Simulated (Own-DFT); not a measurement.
# Stretching a layer in its plane: grey tin, 64 atoms (Sn64)

Source: density functional calculations with Own-DFT, an unreviewed in-house program that is no longer used. Nothing was measured or relaxed, and spin and spin-orbit coupling are left out.

Settings: PBE; PseudoDojo norm-conserving scalar-relativistic files; cutoff 42 hartree; 3 x 3 x 3 k mesh centred on Gamma; cold (Marzari-Vanderbilt) smearing of 0.2 eV.

Known weak points: forces on such cells moved up to 12 meV/angstrom on a denser k mesh; stress not checked against mesh or cutoff.

Unstrained cell vectors in Å: (12.978, 0.000, 0.000); (0.000, 12.978, 0.000); (0.000, 0.000, 12.978). The unstrained cell has measured lattice constants (interpolated for alloys), not those of this functional. That, the random moves and any unrelaxed bonds set the pressure at no strain. Each run strains x and y alike by e, as a substrate would, and holds the height along z. Random moves of width 0.05 Å per axis were added to every atom. Stress is positive in tension.

```
e (%)  u (Å)  (s_xx + s_yy)/2 (GPa)  s_zz (GPa)
-2.50  0.050                  -6.83       -6.06
-2.50  0.050                  -6.83       -6.09
-2.00  0.048                      ?           ?
-1.50  0.052                  -5.48       -4.97
-1.50  0.048                  -5.47       -5.02
-1.00  0.052                  -4.92       -4.51
-1.00  0.052                  -4.87       -4.47
-0.50  0.049                  -4.16       -4.05
-0.50  0.046                  -4.14       -3.99
 0.25  0.049                  -3.36       -3.46
 0.25  0.049                  -3.30       -3.42
```

## What the rows give

With e as a fraction, the in-plane stress is -3.6 + 119 e - 409 e² GPa (errors 5 and 192, scatter 0.05), and s_zz is -3.6 + 79 e - 792 e² GPa (slope ± 3, scatter 0.03). At e = 0 the first slope is C11 + C12 and the second 2 C12, both with the ions held to the strained lattice and at the cell's own pressure. A free layer would change its height as e changes, and the in-plane slope would drop by 2 C12²/C11 to the biaxial modulus. At fixed height, a misfit of 1 % moves the in-plane stress by about 1.2 GPa and s_zz by 0.8 GPa.

## The run left out

Question: what are the two stresses at e = -2.00 %?

The fit gives -6.1 and -5.5 GPa. Computed: -6.13 and -5.54 GPa.
